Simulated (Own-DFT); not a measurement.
Simulation results for Si$_{12}$O$_{23}$ (quartz with two neutral oxygen vacancies, atoms displaced)

Computed with Own-DFT development build. A calculation, not a measurement: plane-wave PBE and HSE06 DFT by an unreviewed code, no spin, of a simulated cell at Gamma alone, so results move with cell size and shape, stress positive in tension, energies less offsets, not probed for a lower state with spin; oxygen file: force components 24 meV/angstrom off all-electron in a glass; k mesh not checked against a denser one; forces and stress are PBE's, HSE06 gives the energy alone, and its difference from PBE has offsets of its own; offsets are fitted by least squares, one for each functional and potential file, so energies compare only between cells with the same atoms and settings and are not formation energies; the far tail of each file's local potential was reset to the Coulomb form; each entry is a single point on an unrelaxed cell, so the pressure reflects the starting lattice, mostly measured values (interpolated for alloys), from which strain is counted, and rises with the displacements; printed positions are rounded, which can move forces by about a meV/angstrom; the program, named Own-DFT, is a retired in-house code; no spin-orbit coupling.

Settings shared by all entries: first functional PBE; second functional HSE06; exact exchange share 0.25; screening 0.11 1/bohr; exchange divergence Gygi-Baldereschi; potential files PseudoDojo norm-conserving, scalar-relativistic, made for PBE, standard set; wave cutoff 48 hartree; occupations fixed; k mesh 1 x 1 x 1 centred on Gamma.

(1) Si$_{12}$O$_{23}$ (quartz with two neutral oxygen vacancies, atoms displaced)

```
CELL_PARAMETERS angstrom
9.82680 0.00000 0.00000
-4.91340 8.51030 0.00000
0.00000 0.00000 10.81040
ATOMIC_POSITIONS crystal
Si 0.22785 0.99233 0.99374
Si 0.00726 0.24003 0.33780
Si 0.26407 0.27790 0.16428
O 0.21624 0.13159 0.05803
O 0.41878 0.28323 0.22988
O 0.36924 0.08203 0.37880
O 0.07880 0.36775 0.42752
O 0.12587 0.20314 0.27407
O 0.30775 0.43121 0.10062
Si 0.23711 0.00700 0.49158
Si 0.98754 0.22446 0.82842
Si 0.26719 0.27387 0.67180
O 0.21506 0.13172 0.55818
O 0.41822 0.27505 0.72453
O 0.35994 0.07189 0.88455
O 0.05924 0.36638 0.94638
O 0.13923 0.20258 0.78124
O 0.29086 0.44767 0.61921
Si 0.24002 0.51066 0.99465
Si 0.98424 0.72883 0.33805
Si 0.27860 0.77586 0.17735
O 0.20281 0.63666 0.06251
O 0.42379 0.78069 0.21378
O 0.36794 0.57754 0.40174
O 0.07854 0.86291 0.42452
O 0.13683 0.70909 0.26997
O 0.29049 0.92254 0.10897
Si 0.23796 0.50193 0.50301
Si 0.01012 0.74149 0.83331
Si 0.25296 0.76004 0.67414
O 0.19629 0.63778 0.55836
O 0.42396 0.80103 0.72387
O 0.36174 0.57875 0.89382
O 0.06329 0.86064 0.93423
O 0.11152 0.70411 0.76118
O 0.28639 0.91130 0.59377
Si 0.74023 0.00623 0.00870
Si 0.48371 0.22333 0.32039
Si 0.77399 0.26691 0.15663
O 0.70535 0.12933 0.05700
O 0.93929 0.28698 0.22778
O 0.86212 0.06351 0.38725
O 0.56652 0.36666 0.44162
O 0.62478 0.19979 0.26791
O 0.79790 0.42581 0.11102
Si 0.73831 0.99180 0.50647
Si 0.48815 0.22347 0.83917
Si 0.77140 0.27657 0.66430
O 0.69539 0.12049 0.55687
O 0.92465 0.29803 0.73103
O 0.55965 0.35617 0.92727
O 0.63042 0.21505 0.77415
O 0.78936 0.41638 0.60688
Si 0.73087 0.49507 0.00343
Si 0.50225 0.72712 0.33318
Si 0.76421 0.75892 0.16363
O 0.70541 0.62400 0.07042
O 0.93218 0.80740 0.21907
O 0.86339 0.56875 0.39538
O 0.58335 0.86388 0.43392
O 0.64013 0.71270 0.26362
O 0.79558 0.94108 0.12127
Si 0.73313 0.49775 0.50334
Si 0.50772 0.74736 0.83546
Si 0.75866 0.75524 0.66914
O 0.71562 0.64498 0.55085
O 0.93385 0.80527 0.72641
O 0.86328 0.57903 0.90066
O 0.63706 0.71888 0.76577
O 0.80760 0.92703 0.61134
```

```
PBE energy of cell above offsets : -9.914 eV
HSE06 less PBE above offsets     : 0.382 eV
PBE pressure                     : 10.78 GPa
PBE stress xx                    : -10.09 GPa
PBE stress yy                    : -11.83 GPa
PBE stress zz                    : -10.42 GPa
PBE stress yz                    : 1.76 GPa
PBE stress xz                    : 2.06 GPa
PBE stress xy                    : 2.73 GPa
```

Force:
```tsv
element	x (eV/Å)	y (eV/Å)	z (eV/Å)
Si	1.198	0.482	2.549
Si	-2.228	-8.023	-2.193
Si	1.633	-6.409	1.642
O	-1.409	1.687	0.929
O	-6.345	4.053	-6.529
O	-3.895	-9.788	6.044
O	1.174	6.496	6.994
O	4.631	0.255	-2.508
O	-1.633	3.635	-2.053
Si	2.644	-4.017	-0.892
Si	1.31	-0.923	5.008
Si	0.544	-1.205	-1.793
O	-2.855	3.922	2.056
O	-0.514	1.483	-0.799
O	-2.164	-6.972	2.823
O	1.6	0.248	-0.844
O	-1.855	0.269	-0.002
O	2.438	-3.385	2.423
Si	-4.721	-3.12	4.325
Si	3.172	0.319	-6.499
Si	-7.367	-3.17	-4.082
O	0.874	-0.097	-0.308
O	8.627	0.257	4.309
O	1.432	-0.172	-1.625
O	0.262	4.596	4.119
O	-2.773	-0.84	2.471
O	-0.985	2.508	-2.432
Si	-4.974	1.397	-0.542
Si	-9.606	-3.431	0.09
Si	2.477	1.456	-4.871
O	1.351	-2.576	-0.658
O	0.95	-0.581	1.695
O	3.484	2.427	-4.203
O	0.857	4.33	4.38
O	5.616	-2.717	-1.146
O	-1.091	2.228	-0.47
Si	3.212	-3.522	-5.493
Si	9.62	7.298	2.986
Si	0.988	-2.277	6.115
O	-3.275	2.91	0.71
O	-5.307	1.059	-4.287
O	0.483	1.355	1.152
O	0.448	-0.365	-0.68
O	2.082	0.838	-1.841
O	-1.384	2.295	-1.852
Si	0.361	1.524	-2.027
Si	2.715	1.637	-7.021
Si	0.145	-11.24	3.516
O	0.261	2.36	2.135
O	0.199	0.944	-1.673
O	1.614	7.249	7.066
O	2.37	-0.258	-1.209
O	-3.074	8.378	-4.106
Si	-0.092	-1.914	-1.836
Si	-0.211	2.133	-1.587
Si	0.965	5.307	-0.158
O	-0.982	-1.776	-2.355
O	1.59	-1.404	1.694
O	-0.126	-1.45	0.181
O	-0.716	-0.851	0.369
O	-3.056	-2.151	3.478
O	1.001	-2.085	-0.13
Si	-1.811	-1.704	-1.558
Si	-1.14	1.483	1.263
Si	5.173	3.988	-2.711
O	0.113	-1.496	-0.007
O	-0.582	-1.384	0.345
O	0.804	0.559	-1.335
O	-3.493	-2.463	3.77
O	-0.756	0.407	-0.321
```

(2) Si$_{12}$O$_{23}$ (quartz with two neutral oxygen vacancies, atoms displaced)

```
CELL_PARAMETERS angstrom
9.82680 0.00000 0.00000
-4.91340 8.51030 0.00000
0.00000 0.00000 10.81040
ATOMIC_POSITIONS crystal
Si 0.21488 0.98397 0.00248
Si 0.99937 0.24670 0.32436
Si 0.26113 0.26812 0.16889
O 0.20811 0.13030 0.06484
O 0.43501 0.30040 0.22327
O 0.37094 0.07881 0.39546
O 0.05816 0.37282 0.43663
O 0.13756 0.20866 0.27078
O 0.29436 0.42470 0.11204
Si 0.23567 0.99431 0.50256
Si 0.99115 0.22111 0.82094
Si 0.27755 0.26335 0.66078
O 0.19957 0.12668 0.55682
O 0.35864 0.07398 0.88540
O 0.07568 0.36163 0.94389
O 0.28899 0.44055 0.61469
Si 0.24625 0.49934 0.99425
Si 0.00740 0.74701 0.33584
Si 0.26832 0.75788 0.15416
O 0.19875 0.63349 0.04792
O 0.41876 0.78399 0.22607
O 0.35919 0.57287 0.39649
O 0.07824 0.86125 0.44354
O 0.14468 0.70530 0.26436
O 0.28233 0.90433 0.10978
Si 0.24133 0.50809 0.48828
Si 0.00174 0.73667 0.83900
Si 0.27865 0.76561 0.67420
O 0.22110 0.63548 0.55770
O 0.42610 0.80017 0.72123
O 0.36563 0.56395 0.89577
O 0.07548 0.86583 0.94217
O 0.13071 0.71369 0.76126
O 0.29377 0.94031 0.59968
Si 0.72653 0.00168 0.00175
Si 0.48667 0.20909 0.32586
Si 0.75807 0.27773 0.16318
O 0.69496 0.12222 0.05858
O 0.93047 0.30337 0.23432
O 0.86472 0.07298 0.39704
O 0.56859 0.36637 0.43674
O 0.63011 0.21070 0.27777
O 0.78936 0.42880 0.10293
Si 0.73745 0.00579 0.50282
Si 0.48507 0.23033 0.82484
Si 0.76041 0.26057 0.66501
O 0.68882 0.12036 0.54872
O 0.93200 0.30045 0.74326
O 0.86887 0.07316 0.89098
O 0.58602 0.38110 0.93893
O 0.63679 0.21069 0.77229
O 0.80480 0.43148 0.59381
Si 0.73624 0.49578 0.99726
Si 0.50595 0.73868 0.33096
Si 0.76598 0.77194 0.16378
O 0.71783 0.64772 0.05829
O 0.93764 0.80244 0.22220
O 0.86633 0.58325 0.39409
O 0.56379 0.86050 0.43533
O 0.62833 0.69853 0.27145
O 0.79041 0.92422 0.11843
Si 0.75131 0.51089 0.50107
Si 0.50983 0.73289 0.84000
Si 0.75716 0.76535 0.65665
O 0.70591 0.64055 0.54848
O 0.92981 0.81238 0.71749
O 0.87608 0.57408 0.89014
O 0.58223 0.88522 0.94047
O 0.63893 0.71308 0.76647
O 0.79551 0.93213 0.60412
```

```
PBE energy of cell above offsets : -5.680 eV
HSE06 less PBE above offsets     : 0.607 eV
PBE pressure                     : 11.84 GPa
PBE stress xx                    : -11.04 GPa
PBE stress yy                    : -12.7 GPa
PBE stress zz                    : -11.78 GPa
PBE stress yz                    : 3.98 GPa
PBE stress xz                    : -0.28 GPa
PBE stress xy                    : -0.42 GPa
```

Force:
```tsv
element	x (eV/Å)	y (eV/Å)	z (eV/Å)
Si	7.453	8.269	4.765
Si	5.46	-4.626	7.295
Si	5.215	-1.394	-0.802
O	-0.023	-0.938	-0.685
O	-0.981	-1.365	-0.435
O	-3.479	-8.089	3.917
O	2.029	1.138	0.768
O	-3.921	-0.949	3.354
O	-1.244	3.677	-2.188
Si	-4.624	4.202	-6.281
Si	9.46	0.627	4.862
Si	-2.45	1.745	1.886
O	-0.319	0.918	-0.26
O	-1.237	-2.654	2.544
O	0.627	-0.797	-1.066
O	1.946	-2.608	-0.024
Si	-6.925	-3.908	5.907
Si	2.089	-3.806	-4.692
Si	1.11	-5.117	4.377
O	2.176	-2.614	-2.366
O	2.252	0.494	-0.438
O	7.48	4.737	-8.95
O	-0.643	1.458	1.435
O	-4.082	-0.574	3.168
O	-4.266	9.24	-5.201
Si	-6.291	-6.711	7.798
Si	-1.185	0.924	-6.023
Si	-11.59	-1.434	-8.505
O	-2.493	3.538	2.379
O	12.46	1.547	7.269
O	5.441	4.985	-5.661
O	-5.092	-5.213	-2.868
O	-0.472	-0.164	1.556
O	7.947	-5.885	9.291
Si	9.53	2.336	1.934
Si	-2.37	12.06	-0.386
Si	3.85	-5.989	3.106
O	-3.113	6.071	3.83
O	-8.134	1.985	-7.967
O	1.436	2.081	-2.354
O	1.635	0.35	0.564
O	6.392	-0.296	-3.769
O	1.107	1.776	0.981
Si	0.47	-4.114	-4.045
Si	0.413	3.227	-1.078
Si	1.974	1.633	-2.254
O	-2.823	5.175	4.334
O	-8.722	3.1	-7.664
O	-1.936	-3.638	2.757
O	-4.265	-5.772	-4.062
O	-1.991	-0.561	1.157
O	3.017	-3.339	4.487
Si	0.101	7.444	-0.22
Si	-1.692	-3.067	-0.84
Si	3.17	-4.397	4.753
O	1.203	-3.159	-2.84
O	-0.893	-0.056	0.086
O	2.595	1.967	-3.273
O	1.447	3.464	3.16
O	1.464	0.02	-0.692
O	-3.755	6.864	-4.267
Si	-6.942	-3.166	-2.928
Si	-2.55	1.252	-1.234
Si	3.952	1.609	-0.266
O	-0.101	-0.497	0.322
O	1.412	-1.759	2.498
O	-1.048	-1.855	1.421
O	-4.411	-8.212	-4.88
O	-2.107	-1.308	2.572
O	-0.144	0.115	0.928
```

(3) Si$_{12}$O$_{23}$ (quartz with two neutral oxygen vacancies, atoms displaced)

```
CELL_PARAMETERS angstrom
9.82680 0.00000 0.00000
-4.91340 8.51030 0.00000
0.00000 0.00000 10.81040
ATOMIC_POSITIONS crystal
Si 0.21874 0.99521 0.98896
Si 0.98750 0.22369 0.34447
Si 0.26516 0.24426 0.15792
O 0.21442 0.13165 0.05983
O 0.43325 0.28552 0.23043
O 0.35278 0.06557 0.39604
O 0.07475 0.37042 0.44949
O 0.13652 0.20082 0.26647
O 0.29512 0.43725 0.10340
Si 0.23162 0.97443 0.48681
Si 0.99227 0.23416 0.83481
Si 0.26353 0.25824 0.66807
O 0.21407 0.14341 0.54825
O 0.43359 0.30555 0.72038
O 0.38200 0.07466 0.89406
O 0.07262 0.35127 0.93812
O 0.13831 0.20411 0.76277
O 0.29141 0.42653 0.60519
Si 0.23665 0.50377 0.00215
Si 0.00001 0.73195 0.33919
Si 0.26671 0.75567 0.16097
O 0.21165 0.62987 0.06424
O 0.43529 0.78367 0.23042
O 0.34422 0.56049 0.39738
O 0.07812 0.86830 0.44734
O 0.12815 0.70177 0.28096
O 0.28836 0.92941 0.10049
Si 0.22631 0.49639 0.50224
Si 0.99614 0.74527 0.84150
Si 0.26594 0.77499 0.68271
O 0.21658 0.64523 0.54546
O 0.42771 0.79129 0.72198
O 0.34556 0.56784 0.89897
O 0.06993 0.85720 0.93824
O 0.28198 0.93218 0.60279
Si 0.71927 0.98951 0.00437
Si 0.51234 0.22723 0.33422
Si 0.77778 0.27078 0.17093
O 0.70133 0.13938 0.05064
O 0.93110 0.29099 0.21178
O 0.85571 0.05979 0.39252
O 0.57063 0.36308 0.43676
O 0.63785 0.22623 0.26358
O 0.79971 0.43118 0.11042
Si 0.75217 0.01183 0.50474
Si 0.50682 0.23792 0.83486
Si 0.76479 0.25373 0.66986
O 0.71319 0.14497 0.56286
O 0.93388 0.30187 0.71805
O 0.87317 0.06618 0.89633
O 0.56880 0.35940 0.93023
O 0.63005 0.20149 0.78382
O 0.80743 0.45004 0.59554
Si 0.74665 0.51317 0.98815
Si 0.50634 0.74561 0.33124
Si 0.77663 0.76879 0.17336
O 0.70961 0.63443 0.04713
O 0.92781 0.80521 0.22507
O 0.85176 0.57764 0.38992
O 0.54980 0.84479 0.45021
O 0.62361 0.71028 0.28261
O 0.78869 0.93101 0.12220
Si 0.73412 0.49838 0.49714
Si 0.49623 0.72370 0.82913
Si 0.76865 0.76472 0.65965
O 0.70494 0.63243 0.57049
O 0.86808 0.56734 0.89361
O 0.56305 0.86642 0.94444
O 0.64178 0.71737 0.77194
O 0.79688 0.92516 0.60145
```

```
PBE energy of cell above offsets : 0.178 eV
HSE06 less PBE above offsets     : 0.792 eV
PBE pressure                     : 13.13 GPa
PBE stress xx                    : -13.74 GPa
PBE stress yy                    : -9.32 GPa
PBE stress zz                    : -16.34 GPa
PBE stress yz                    : -5.04 GPa
PBE stress xz                    : 1.26 GPa
PBE stress xy                    : -3.11 GPa
```

Force:
```tsv
element	x (eV/Å)	y (eV/Å)	z (eV/Å)
Si	7.919	3.076	1.284
Si	5.168	5.362	-4.214
Si	-0.657	10.87	9.181
O	-1.266	-5.209	-7.182
O	-2.42	-0.448	-2.111
O	6.625	4.74	-7.043
O	-5.587	-8.105	-4.3
O	-3.215	-0.461	1.872
O	3.464	-4.473	3.322
Si	-0.035	10.36	6.642
Si	3.059	-2.59	-3.426
Si	2.808	2.612	-7.191
O	0.602	-2.103	-0.37
O	2.558	-0.906	2.142
O	-3.488	-2.951	1.332
O	0.202	4.112	3.375
O	-6.709	-2.188	6.366
O	0.309	-0.578	1.844
Si	-3.227	-6.773	2.061
Si	-1.484	1.465	-0.769
Si	-1.19	5.606	5.231
O	-2.837	-0.358	-1.656
O	-9.017	2.71	-8.839
O	4.026	3.847	-5.351
O	-9.297	-9.662	-5.372
O	2.689	0.389	-2.593
O	0.779	-2.793	0.972
Si	3.523	3.214	3.728
Si	-1.205	-7.488	-12.55
Si	-3.719	-1.738	-3.635
O	-2.419	2.887	3.955
O	1.951	0.406	1.19
O	5.739	5.228	-8.148
O	-1.389	4.708	6.763
O	4.656	-3.179	6.668
Si	2.797	3.754	0.82
Si	-9.658	-0.431	3.56
Si	-5.42	-0.489	-6.295
O	0.768	-0.084	1.352
O	6.248	-0.565	5.267
O	1.844	0.972	-3.426
O	0.683	0.354	1.115
O	6.741	-2.075	-1.248
O	-0.999	1.643	-2.005
Si	-7.369	-4.799	1.929
Si	-4.92	-2.597	-5.445
Si	-3.933	7.166	4.098
O	0.997	-5.016	-5.372
O	1.16	-0.443	1.507
O	-1.717	-1.238	0.632
O	1.628	8.022	6.647
O	5.916	-0.068	-4.123
O	4.612	-5.37	5.793
Si	-3.938	-8.383	6.863
Si	-2.667	-6.381	9.279
Si	-9.746	-3.015	-3.272
O	-1.609	3.77	3.165
O	8.023	0.471	4.398
O	1.385	1.427	-2.586
O	2.296	5.906	3.707
O	10.47	-1.212	-4.677
O	-0.57	-0.023	-1.378
Si	-5.466	0.149	-0.408
Si	-1.633	0.9	1.782
Si	2.042	2.341	5.772
O	0.391	-4.319	-4.764
O	5.378	3.085	-5.637
O	-1.027	-3.476	-2.337
O	-0.51	-0.63	0.959
O	0.887	1.067	1.149
```
